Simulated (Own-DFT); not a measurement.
# Energy and forces against displacement in diamond germanium, 16 atoms (Ge16)

All numbers below are calculated, not measured. They come from Own-DFT, an in-house plane-wave density functional program, since retired, whose code no person has reviewed. Each row is one single-point run on a periodic cell that was not relaxed, without spin or spin-orbit coupling.

Settings of every run: PBE; PseudoDojo norm-conserving scalar-relativistic files; cutoff 42 hartree; 5 x 5 x 5 k mesh centred on Gamma; Fermi-Dirac smearing of 0.1 eV.

Known limits: k mesh not checked against a denser one; stress not checked against mesh or cutoff.

Cell vectors in Å: (0.000, 5.658, 5.658); (5.658, 0.000, 5.658); (5.658, 5.658, 0.000). In each run every atom was moved at random and independently from its ideal site; u is the rms move along one axis. E is the free energy for each atom above the fitted value at u = 0, and F the rms of the force components.

```
run   u (Å)  E (meV/atom)  F (eV/Å)  largest force (eV/Å)  P (GPa)
  1  0.0210           6.0     0.324                  0.94     3.90
  2  0.0233             ?         ?                     ?        ?
  3  0.0534          42.0     0.757                  2.19     4.34
  4  0.0541          41.7     0.777                  1.83     4.37
  5  0.1026         158.1     1.401                  3.64     5.71
  6  0.1036         131.9     1.260                  3.89     5.21
  7  0.1591         548.1     3.133                  9.29    10.89
```

## Worked fit

For small independent moves the energy grows as E = (3/2) K u², with K the mean stiffness felt by one atom. The runs with u up to 0.11 Å give K = 9.3 ± 0.5 eV/Å², with residuals divided by u² + 0.0006 Å², since the noise grows with the moves. The scatter is 3.6 meV/atom at u = 0.05 Å. The forces follow F = G u with G = 14.0 eV/Å²; no force at u = 0 is resolved. G exceeds K because the moves of its neighbours add to the force on an atom, and stiffness differs between atoms. At u = 0.159 Å the parabola gives 354 meV/atom and the run 548. The pressure follows P = 3.89 + 148 u² GPa: at fixed volume, shortened bonds push harder than stretched ones pull.

## Withheld run

Question: what energy and rms force should run 2 give?

The fit gives 8 ± 1 meV/atom and about 0.33 eV/Å. The calculation gave 7.1 meV/atom and 0.328 eV/Å.
